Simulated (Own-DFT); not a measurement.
# One host, several defects: zincblende InP

No measurement is shown. These are fixed-geometry runs of a retired plane-wave code named Own-DFT, which no person has reviewed; spin and spin-orbit coupling are neglected.

Common settings: PBE; PseudoDojo norm-conserving scalar-relativistic files; cutoff 36 hartree; 2 x 3 x 3 k mesh centred on Gamma; Fermi-Dirac smearing of 0.1 eV.

Caveats (not all hold for every row): not probed for a lower state with spin; forces on such cells failed a check on a denser k mesh; forces not confirmed at this smearing and k mesh; stress not checked against mesh or cutoff.

All runs share one cell, with vectors in Å (17.606, 0.000, 0.000); (0.000, 11.737, 0.000); (0.000, 0.000, 11.737) and a volume of 2425.5 Å³. Atoms were moved at random from their sites; u is the rms move along one axis. The defect's site can differ from row to row.

| cell | formula | u (Å) | P (GPa) |
|---|---|---|---|
| no defect | In48P48 | 0.0197 | 3.21 |
| no defect | In48P48 | 0.0206 | 3.20 |
| no defect | In48P48 | 0.0493 | 3.66 |
| two P vacancies | In48P46 | 0.0491 | 3.35 |
| two P vacancies | In48P46 | 0.0512 | 3.35 |
| two P vacancies | In48P46 | 0.0518 | 3.36 |
| one In on a P site and one P on an In site | In48P48 | 0.0302 | 3.51 |
| one In on a P site and one P on an In site | In48P48 | 0.0538 | 3.87 |
| one In on a P site and one P on an In site | In48P48 | 0.0554 | 3.96 |
| two P on an In site each | In46P50 | 0.0278 | 3.01 |
| two P on an In site each | In46P50 | 0.0308 | 3.03 |
| two P on an In site each | In46P50 | 0.0483 | ? |
| two P on an In site each | In46P50 | 0.0505 | 3.28 |
| one P on an In site | In47P49 | 0.0291 | 3.19 |
| one P on an In site | In47P49 | 0.0491 | 3.47 |
| one P on an In site | In47P49 | 0.0524 | 3.45 |

## Fit

P = P0 + c u² + a shift for each defect gives P0 = 3.16 GPa, c = 187 ± 13 GPa/Å² and a scatter of 0.04 GPa. The shifts, and each times the cell's volume:

- one In on a P site and one P on an In site: 0.20 ± 0.04 GPa, 3.0 eV
- one P on an In site: -0.16 ± 0.03 GPa, -2.4 eV
- two P vacancies: -0.28 ± 0.04 GPa, -4.3 eV (-2.1 eV for each of its 2 sites)
- two P on an In site each: -0.31 ± 0.03 GPa, -4.7 eV (-2.4 eV for each of its 2 sites)

A positive shift means that the defect pushes the cell outwards. Shift times volume (160.2 GPa Å³ is 1 eV) depends little on the cell's size, so, taken for each site, it can be compared between cells at like pressure. The atoms around the defects weren't relaxed, which would change these numbers.

## Test on the hidden row

Q: what pressure belongs in the blank (two P on an In site each, u = 0.0483 Å)?

The fitted form gives 3.28 ± 0.05 GPa. DFT gave 3.22 GPa.
